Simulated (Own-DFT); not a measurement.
Hf₃₆O₇₁ (tetragonal hafnia with one neutral oxygen vacancy, atoms displaced) (calculated)

A calculation, not a measurement: plane-wave PBE and HSE06 DFT by an unreviewed code, no spin, of a simulated cell at Gamma alone, so results move with cell size and shape, stress positive in tension, energies less offsets, not probed for a lower state with spin; hafnium file: forces about 75 meV/angstrom off all-electron values; oxygen file: force components 24 meV/angstrom off all-electron in a glass; k mesh not checked against a denser one; forces and stress are PBE's, HSE06 gives the energy alone, and its difference from PBE has offsets of its own; offsets are fitted by least squares, one for each functional and potential file, so energies compare only between cells with the same atoms and settings and are not formation energies; the far tail of each file's local potential was reset to the Coulomb form; each entry is a single point on an unrelaxed cell, so the pressure reflects the starting lattice, taken from the Materials Project, from which strain is counted, and rises with the displacements; printed positions are rounded, which can move forces by about a meV/angstrom; the program is a retired in-house code; no spin-orbit coupling. Program: Own-DFT development build.

Common to all runs: first functional PBE; second functional HSE06; exact exchange share 0.25; screening 0.11 1/bohr; exchange divergence Gygi-Baldereschi; potential files PseudoDojo norm-conserving, scalar-relativistic, made for PBE, standard set; wave cutoff 48 hartree; occupations fixed; k mesh 1 x 1 x 1 centred on Gamma.

```yaml
- entry: 1
  formula: Hf36O71
  kind: "tetragonal hafnia with one neutral oxygen vacancy, atoms displaced"
  structure:
    cell_angstrom: [[10.78, 0.0, 0.0], [0.0, 10.78, 0.0], [0.0, 0.0, 10.4493]]
    atoms_fractional:
      - [Hf, 0.00371, 0.00112, 0.99703]
      - [Hf, 0.16784, 0.17016, 0.25277]
      - [O, 0.00318, 0.16853, 0.15758]
      - [O, 0.17348, 0.99892, 0.34167]
      - [O, 0.0024, 0.17391, 0.40359]
      - [O, 0.16877, 0.00235, 0.10463]
      - [Hf, 0.00582, 0.00814, 0.50517]
      - [Hf, 0.16417, 0.16313, 0.75022]
      - [O, 0.99822, 0.17078, 0.65326]
      - [O, 0.1601, 0.99696, 0.85178]
      - [O, 0.0066, 0.16802, 0.89781]
      - [O, 0.16987, 0.99164, 0.59392]
      - [Hf, 0.99677, 0.3273, 0.99464]
      - [Hf, 0.16922, 0.49951, 0.24975]
      - [O, 0.00048, 0.49731, 0.1548]
      - [O, 0.16626, 0.34063, 0.35024]
      - [O, 0.00545, 0.49747, 0.39963]
      - [O, 0.16632, 0.33925, 0.10483]
      - [Hf, 0.99056, 0.33536, 0.49404]
      - [Hf, 0.16239, 0.50566, 0.75041]
      - [O, 0.99834, 0.49986, 0.65926]
      - [O, 0.17028, 0.33419, 0.85105]
      - [O, 0.997, 0.50158, 0.90448]
      - [O, 0.17071, 0.33293, 0.60317]
      - [Hf, 0.99314, 0.66684, 0.00136]
      - [Hf, 0.16458, 0.82587, 0.25074]
      - [O, 0.99785, 0.83567, 0.16423]
      - [O, 0.1633, 0.6791, 0.34437]
      - [O, 0.00407, 0.82737, 0.40869]
      - [O, 0.16372, 0.66238, 0.09355]
      - [Hf, 0.00438, 0.66385, 0.50639]
      - [Hf, 0.17048, 0.82657, 0.75739]
      - [O, 0.99776, 0.83813, 0.66426]
      - [O, 0.16129, 0.66995, 0.84712]
      - [O, 0.00139, 0.83213, 0.90924]
      - [O, 0.16878, 0.66416, 0.60047]
      - [Hf, 0.33619, 0.991, 0.00044]
      - [Hf, 0.49914, 0.16731, 0.24783]
      - [O, 0.33477, 0.16003, 0.15262]
      - [O, 0.50152, 0.00083, 0.34689]
      - [O, 0.33559, 0.16899, 0.40852]
      - [O, 0.49955, 0.00176, 0.10393]
      - [Hf, 0.333, 0.99211, 0.49508]
      - [Hf, 0.50621, 0.1674, 0.76072]
      - [O, 0.34235, 0.16913, 0.65305]
      - [O, 0.49896, 0.00016, 0.84835]
      - [O, 0.34159, 0.17261, 0.89903]
      - [O, 0.49514, 0.0048, 0.60833]
      - [Hf, 0.33973, 0.33885, 0.00165]
      - [Hf, 0.50521, 0.49683, 0.24248]
      - [O, 0.32729, 0.49561, 0.15167]
      - [O, 0.5003, 0.32864, 0.35681]
      - [O, 0.34289, 0.50144, 0.40052]
      - [O, 0.51045, 0.33514, 0.10427]
      - [Hf, 0.3286, 0.33051, 0.50166]
      - [Hf, 0.50716, 0.5017, 0.75557]
      - [O, 0.32669, 0.5066, 0.65677]
      - [O, 0.49957, 0.3225, 0.84744]
      - [O, 0.32914, 0.50439, 0.9062]
      - [O, 0.49674, 0.33314, 0.59683]
      - [Hf, 0.33636, 0.66922, 0.99308]
      - [Hf, 0.50592, 0.8312, 0.23935]
      - [O, 0.50032, 0.66435, 0.34175]
      - [O, 0.33156, 0.83526, 0.39912]
      - [O, 0.50276, 0.66854, 0.0956]
      - [Hf, 0.33069, 0.66165, 0.5033]
      - [Hf, 0.48694, 0.83248, 0.74898]
      - [O, 0.33836, 0.83883, 0.64853]
      - [O, 0.5001, 0.66558, 0.85207]
      - [O, 0.33832, 0.842, 0.90324]
      - [O, 0.50207, 0.67005, 0.5993]
      - [Hf, 0.66, 0.00057, 0.00713]
      - [Hf, 0.84019, 0.17627, 0.24583]
      - [O, 0.66837, 0.16265, 0.15314]
      - [O, 0.82939, 0.98553, 0.34669]
      - [O, 0.67294, 0.16779, 0.40217]
      - [O, 0.8357, 0.99527, 0.09805]
      - [Hf, 0.66653, 0.99759, 0.49538]
      - [Hf, 0.82884, 0.16027, 0.74564]
      - [O, 0.66224, 0.17182, 0.65164]
      - [O, 0.8392, 0.00094, 0.84153]
      - [O, 0.66642, 0.16542, 0.89582]
      - [O, 0.83558, 0.00619, 0.60005]
      - [Hf, 0.6661, 0.3311, 0.00314]
      - [Hf, 0.83075, 0.49888, 0.24576]
      - [O, 0.66706, 0.49579, 0.15189]
      - [O, 0.8332, 0.31959, 0.34353]
      - [O, 0.65935, 0.50053, 0.39722]
      - [O, 0.83429, 0.32588, 0.09379]
      - [Hf, 0.66296, 0.33447, 0.49923]
      - [Hf, 0.82582, 0.498, 0.75039]
      - [O, 0.67132, 0.50345, 0.64789]
      - [O, 0.84006, 0.34417, 0.85252]
      - [O, 0.67575, 0.49913, 0.90538]
      - [O, 0.82743, 0.34304, 0.59659]
      - [Hf, 0.66454, 0.66261, 0.00031]
      - [Hf, 0.83825, 0.83123, 0.25359]
      - [O, 0.66559, 0.8283, 0.14958]
      - [O, 0.84683, 0.66342, 0.34645]
      - [O, 0.66283, 0.83507, 0.40488]
      - [O, 0.82823, 0.67054, 0.09585]
      - [Hf, 0.66258, 0.67264, 0.50068]
      - [Hf, 0.83442, 0.82806, 0.74587]
      - [O, 0.6684, 0.83222, 0.64858]
      - [O, 0.83543, 0.66224, 0.8533]
      - [O, 0.66844, 0.84068, 0.9021]
      - [O, 0.82749, 0.67237, 0.6]
  results:
    "PBE_energy_of_cell_above_offsets [eV]": "-95.904"
    "HSE06_less_PBE_above_offsets [eV]": "0.129"
    "PBE_pressure [GPa]": 2.49
    "PBE_stress_xx [GPa]": -2.17
    "PBE_stress_yy [GPa]": -2.61
    "PBE_stress_zz [GPa]": -2.68
    "PBE_stress_yz [GPa]": -0.82
    "PBE_stress_xz [GPa]": 0.69
    "PBE_stress_xy [GPa]": 0.07
    force_element: [Hf, Hf, O, O, O, O, Hf, Hf, O, O, O, O, Hf, Hf, O, O, O, O, Hf, Hf, O, O, O, O, Hf, Hf, O, O, O, O, Hf, Hf, O, O, O, O, Hf, Hf, O, O, O, O, Hf, Hf, O, O, O, O, Hf, Hf, O, O, O, O, Hf, Hf, O, O, O, O, Hf, Hf, O, O, O, Hf, Hf, O, O, O, O, Hf, Hf, O, O, O, O, Hf, Hf, O, O, O, O, Hf, Hf, O, O, O, O, Hf, Hf, O, O, O, O, Hf, Hf, O, O, O, O, Hf, Hf, O, O, O, O]
    "force_x [eV/angstrom]": [-0.469, 1.058, 0.211, -0.695, 0.115, 0.012, -0.875, 2.042, 0.279, 0.666, -0.328, -0.524, 1.782, -0.905, -1.172, 0.391, -0.459, 0.335, 1.492, -0.067, -0.291, -0.234, 0.821, -1.693, 0.229, 0.804, 0.823, 0.508, -0.09, 0.842, -1.809, -1.509, 1.807, 0.877, 0.073, -0.392, -0.806, 0.01, 0.075, 0.111, -0.629, -0.371, 1.206, -1.854, -2.05, -0.033, -0.804, 1.058, -2.174, -1.747, 2.399, 0.226, -0.931, -1.634, 0.914, -1.131, 1.879, 0.588, 0.825, 0.735, -0.924, -1.398, 0.21, 0.332, -1.093, 1.38, 3.981, -2.323, -0.159, -0.446, -1.002, 1.938, -1.446, -0.097, 0.439, -0.085, -0.24, -0.567, -0.245, 1.334, 0.245, 0.617, -0.194, 1.184, 1.431, 0.826, 0.262, 0.927, -0.582, -1.575, 1.963, -2.177, -0.459, -1.567, 0.812, 1.294, -0.669, 0.54, -0.88, -0.139, 0.154, 0.356, -1.616, -0.838, -0.32, -0.101, 1.407]
    "force_y [eV/angstrom]": [-0.391, -0.29, 0.048, 0.487, -1.635, -0.511, -1.364, 1.693, -0.348, -0.227, -0.518, 0.645, 1.812, 0.162, 0.269, -1.062, 0.597, -0.705, 0.571, -2.434, 0.473, 0.045, -0.029, 0.02, -0.778, 3.127, -0.407, -4.344, 1.373, 0.816, 0.286, 2.359, -0.527, -0.397, 0.038, 0.627, 4.208, -0.298, 1.073, -0.286, -0.761, -0.723, 2.044, -2.324, -0.024, -0.879, -0.981, -1.132, -1.3, -0.029, 0.222, 0.542, 0.379, 0.058, -0.211, -1.318, 0.428, 5.091, -0.637, 1.298, -0.023, 0.056, 0.7, -1.697, -0.44, -0.047, 1.753, -1.027, -0.007, -3.334, -0.391, -0.451, -4.591, 0.351, 2.783, -0.459, 0.33, 1.078, 0.284, 0.04, -0.084, 0.23, 0.19, -0.973, 0.761, 0.282, 4.809, 0.063, 0.057, -0.762, 0.534, 0.056, -2.474, -0.54, -0.357, 2.447, -0.267, 0.362, -0.729, -1.104, -0.836, -0.345, 0.338, 0.224, 0.873, -1.356, -0.216]
    "force_z [eV/angstrom]": [0.799, -0.249, -1.036, 0.85, -0.3, -1.495, -0.8, -0.108, -0.555, -0.455, 0.354, 0.702, 0.027, -0.325, 0.123, 0.258, 0.817, -0.856, 1.77, 0.649, -0.998, -0.215, 0.428, -0.485, 0.045, -1.351, -1.244, 1.892, 0.988, -0.079, -1.091, -1.37, -0.785, 0.607, 0.055, 0.215, 1.609, 1.616, 0.161, -0.049, -0.965, -0.359, 0.445, -2.928, 0.626, 1.116, 1.392, -1.544, -0.166, 2.807, -0.354, -1.78, 0.443, -0.324, 0.607, -1.785, 0.157, 1.79, -0.452, 0.579, 2.05, 1.713, -0.225, -0.21, 0.04, -1.329, -0.144, 0.082, -0.251, -1.503, 0.33, -0.942, -0.793, -0.525, 0.822, 0.231, -0.847, 0.922, 0.233, -0.203, 0.339, 1.244, -0.69, -1.081, 0.941, -1.029, 1.477, 0.041, 0.807, -0.031, 0.271, 0.597, -0.399, -0.606, -0.319, -0.717, -0.455, 0.099, 0.013, -0.792, 0.698, -0.328, 1.324, 0.353, -0.695, 0.48, -0.419]
- entry: 2
  formula: Hf36O71
  kind: "tetragonal hafnia with one neutral oxygen vacancy, atoms displaced"
  structure:
    cell_angstrom: [[10.78, 0.0, 0.0], [0.0, 10.78, 0.0], [0.0, 0.0, 10.4493]]
    atoms_fractional:
      - [Hf, 0.00197, 0.99399, 0.00155]
      - [Hf, 0.17134, 0.17607, 0.24712]
      - [O, 0.99801, 0.16519, 0.15116]
      - [O, 0.16468, 0.98409, 0.34691]
      - [O, 0.00013, 0.16767, 0.40434]
      - [O, 0.17215, 0.00118, 0.10461]
      - [Hf, 0.00684, 0.99498, 0.50022]
      - [Hf, 0.16403, 0.16562, 0.75373]
      - [O, 0.99519, 0.16937, 0.65632]
      - [O, 0.16794, 0.00131, 0.84721]
      - [O, 0.9985, 0.1742, 0.90775]
      - [O, 0.16344, 0.00444, 0.59874]
      - [Hf, 0.00313, 0.33775, 0.00167]
      - [Hf, 0.16929, 0.49571, 0.24254]
      - [O, 0.00211, 0.50794, 0.15251]
      - [O, 0.16941, 0.33225, 0.35287]
      - [O, 0.00223, 0.49496, 0.40645]
      - [O, 0.17044, 0.32793, 0.0935]
      - [Hf, 0.99906, 0.33047, 0.49894]
      - [Hf, 0.16356, 0.49954, 0.7608]
      - [O, 0.9984, 0.5017, 0.65387]
      - [O, 0.16176, 0.32431, 0.84232]
      - [O, 0.00358, 0.50581, 0.90399]
      - [O, 0.17168, 0.32786, 0.59279]
      - [Hf, 0.00343, 0.67451, 0.99599]
      - [Hf, 0.16655, 0.84564, 0.25022]
      - [O, 0.9991, 0.83558, 0.15853]
      - [O, 0.16661, 0.66545, 0.34806]
      - [O, 0.99371, 0.83402, 0.41154]
      - [O, 0.16156, 0.6767, 0.09165]
      - [Hf, 0.00107, 0.66952, 0.50081]
      - [Hf, 0.17071, 0.83065, 0.74845]
      - [O, 0.00085, 0.84194, 0.6598]
      - [O, 0.16631, 0.66927, 0.85007]
      - [O, 0.99773, 0.83684, 0.90193]
      - [O, 0.1609, 0.66715, 0.59581]
      - [Hf, 0.32669, 0.0006, 0.99557]
      - [Hf, 0.49991, 0.17117, 0.24968]
      - [O, 0.32955, 0.17534, 0.15645]
      - [O, 0.49616, 0.99777, 0.34689]
      - [O, 0.33265, 0.16888, 0.40483]
      - [O, 0.49354, 0.99467, 0.10061]
      - [Hf, 0.33503, 0.99941, 0.50101]
      - [Hf, 0.50326, 0.17234, 0.75507]
      - [O, 0.33181, 0.1584, 0.64947]
      - [O, 0.49741, 0.00048, 0.85624]
      - [O, 0.32944, 0.17278, 0.90352]
      - [O, 0.49545, 0.00591, 0.59772]
      - [Hf, 0.33373, 0.3336, 0.99784]
      - [Hf, 0.49764, 0.50281, 0.2485]
      - [O, 0.34461, 0.50553, 0.15125]
      - [O, 0.49715, 0.341, 0.33866]
      - [O, 0.33795, 0.49716, 0.39842]
      - [O, 0.50021, 0.33734, 0.0934]
      - [Hf, 0.32685, 0.33938, 0.49466]
      - [Hf, 0.49121, 0.49853, 0.74483]
      - [O, 0.33735, 0.50466, 0.64997]
      - [O, 0.49807, 0.33528, 0.85891]
      - [O, 0.3389, 0.49931, 0.90509]
      - [O, 0.50558, 0.33436, 0.60574]
      - [Hf, 0.33122, 0.6658, 0.01439]
      - [Hf, 0.50325, 0.83418, 0.24279]
      - [O, 0.32685, 0.83663, 0.15318]
      - [O, 0.49741, 0.66386, 0.35263]
      - [O, 0.33243, 0.83096, 0.40594]
      - [O, 0.50555, 0.66676, 0.0974]
      - [Hf, 0.33948, 0.66256, 0.50128]
      - [Hf, 0.50239, 0.82617, 0.74898]
      - [O, 0.33629, 0.8284, 0.64457]
      - [O, 0.49266, 0.66994, 0.85521]
      - [O, 0.32824, 0.82696, 0.9007]
      - [O, 0.50993, 0.66218, 0.59317]
      - [Hf, 0.66158, 0.99905, 0.99991]
      - [Hf, 0.8321, 0.17115, 0.24735]
      - [O, 0.66495, 0.16287, 0.15248]
      - [O, 0.82846, 0.99454, 0.33754]
      - [O, 0.66411, 0.17202, 0.40068]
      - [O, 0.83467, 0.00535, 0.09244]
      - [Hf, 0.66008, 0.00236, 0.48932]
      - [Hf, 0.83163, 0.16636, 0.75607]
      - [O, 0.66813, 0.16522, 0.64948]
      - [O, 0.83558, 0.99676, 0.85117]
      - [O, 0.66835, 0.16421, 0.90786]
      - [O, 0.83262, 0.00156, 0.60193]
      - [Hf, 0.66909, 0.32791, 0.00684]
      - [Hf, 0.82243, 0.50153, 0.25319]
      - [O, 0.6655, 0.4987, 0.1574]
      - [O, 0.83595, 0.33701, 0.35266]
      - [O, 0.83965, 0.3266, 0.08914]
      - [Hf, 0.6637, 0.32859, 0.50126]
      - [Hf, 0.8286, 0.50719, 0.75523]
      - [O, 0.6663, 0.51147, 0.65058]
      - [O, 0.83214, 0.32978, 0.84751]
      - [O, 0.66816, 0.51222, 0.90619]
      - [O, 0.83019, 0.33791, 0.6027]
      - [Hf, 0.66997, 0.66489, 0.99427]
      - [Hf, 0.83295, 0.82909, 0.24828]
      - [O, 0.66236, 0.8328, 0.15164]
      - [O, 0.83385, 0.66678, 0.35579]
      - [O, 0.66121, 0.83369, 0.40846]
      - [O, 0.83518, 0.665, 0.09649]
      - [Hf, 0.65506, 0.65612, 0.50022]
      - [Hf, 0.83406, 0.83387, 0.75317]
      - [O, 0.6651, 0.83972, 0.65135]
      - [O, 0.83677, 0.66177, 0.84234]
      - [O, 0.65541, 0.82933, 0.89637]
      - [O, 0.82515, 0.66231, 0.59515]
  results:
    "PBE_energy_of_cell_above_offsets [eV]": "-96.438"
    "HSE06_less_PBE_above_offsets [eV]": "0.112"
    "PBE_pressure [GPa]": 2.59
    "PBE_stress_xx [GPa]": -2.04
    "PBE_stress_yy [GPa]": -2.65
    "PBE_stress_zz [GPa]": -3.08
    "PBE_stress_yz [GPa]": -1.3
    "PBE_stress_xz [GPa]": 0.17
    "PBE_stress_xy [GPa]": -0.07
    force_element: [Hf, Hf, O, O, O, O, Hf, Hf, O, O, O, O, Hf, Hf, O, O, O, O, Hf, Hf, O, O, O, O, Hf, Hf, O, O, O, O, Hf, Hf, O, O, O, O, Hf, Hf, O, O, O, O, Hf, Hf, O, O, O, O, Hf, Hf, O, O, O, O, Hf, Hf, O, O, O, O, Hf, Hf, O, O, O, O, Hf, Hf, O, O, O, O, Hf, Hf, O, O, O, O, Hf, Hf, O, O, O, O, Hf, Hf, O, O, O, Hf, Hf, O, O, O, O, Hf, Hf, O, O, O, O, Hf, Hf, O, O, O, O]
    "force_x [eV/angstrom]": [-0.769, -1.754, 1.007, -0.119, 0.087, -1.066, -2.096, -0.052, 0.676, -0.006, 0.22, 0.976, -0.483, -1.28, 0.184, 0.2, 0.297, -0.497, -0.876, -1.12, 0.763, 0.324, 0.464, -0.734, -0.749, 0.353, -0.225, 0.05, -0.015, 0.847, -1.266, 0.474, 0.084, -0.225, 0.177, 1.65, 1.201, -0.611, 1.613, 0.269, -0.02, 0.209, -0.018, -0.741, 0.52, -0.042, 0.16, 0.874, 1.389, 1.543, -3.372, 0.575, -0.494, 0.103, 0.903, 2.267, -1.782, 0.545, -1.197, -1.263, 1.121, -1.222, 1.547, 0.291, 0.282, -0.512, -1.62, 0.354, -0.255, 0.066, -0.27, -4.225, 0.113, 1.202, -0.238, -0.261, -0.285, -0.533, 1.025, 0.59, -0.684, -0.238, -0.376, 0.077, -0.102, 2.259, 0.123, -0.801, -1.341, 1.511, 0.34, -0.907, -0.494, 0.156, -0.345, -0.639, -0.515, 1.577, -0.469, -0.244, -0.312, 4.654, -0.95, -0.129, 0.173, 1.108, 1.266]
    "force_y [eV/angstrom]": [2.277, -1.656, 0.344, 5.732, -0.88, 0.232, 1.244, -0.847, 0.178, -0.677, -1.718, -0.478, -0.45, 1.869, -0.999, 0.76, 0.697, 0.817, 0.724, 0.298, -0.177, 3.006, -0.792, 0.566, -1.178, -5.113, 0.375, -0.44, -0.344, -0.867, -1.89, 0.178, -0.639, -0.702, -0.574, 0.149, -1.062, -0.56, -0.169, 1.038, -0.221, 0.573, 0.084, -1.292, 0.667, 0.254, -0.94, -0.251, -0.073, 0.612, -0.035, -1.566, 0.735, -0.673, -1.59, 0.268, -0.009, 0.046, 0.143, 0.119, 0.894, -0.125, -0.738, 0.29, -0.253, 0.305, 1.359, 1.397, -0.162, -1.179, 1.248, 0.437, -0.951, -1.205, 0.618, 1.401, -0.446, -0.43, -1.153, -0.534, 0.268, 0.189, 0.404, -0.17, 0.939, 0.877, -0.449, -0.434, 0.332, 1.418, -2.61, -0.93, 1.627, -3.41, -0.294, 1.813, -0.094, 0.413, -0.544, -0.577, 0.425, 0.371, 0.806, -0.142, 2.804, 0.493, 0.582]
    "force_z [eV/angstrom]": [0.381, 0.803, 0.868, 2.445, -0.574, -0.681, 1.042, -2.173, 0.249, 0.753, -0.002, -0.051, -0.959, 1.922, 0.218, -1.228, -0.352, 1.202, 1.45, -1.616, 1.082, 1.036, -0.105, 0.655, 0.812, -0.987, -1.002, -0.891, -0.963, 0.729, -0.123, -0.451, -0.196, -0.336, -0.009, 0.83, -0.473, 0.428, -0.583, -0.223, -0.749, -0.158, 0.396, -1.204, 1.403, -0.901, 0.043, -0.249, -0.179, 0.882, -0.798, 0.962, -0.073, 0.72, 0.954, 1.66, -0.272, -1.295, -0.375, -0.351, -1.922, 1.362, -0.438, -0.537, -0.164, 0.608, -1.014, 0.466, 0.872, -1.418, 0.484, 2.61, -0.025, 0.442, -0.216, 0.281, -0.945, -0.076, 2.237, -1.354, 0.78, 0.186, -0.511, -1.254, -1.359, 1.026, -0.301, -0.966, 1.657, 0.958, -2.632, 0.56, 0.575, -0.796, -1.001, 1.245, 0.833, -0.383, -1.587, -1.01, -0.067, -1.924, -1.986, 0.724, 1.657, 0.609, 0.369]
```
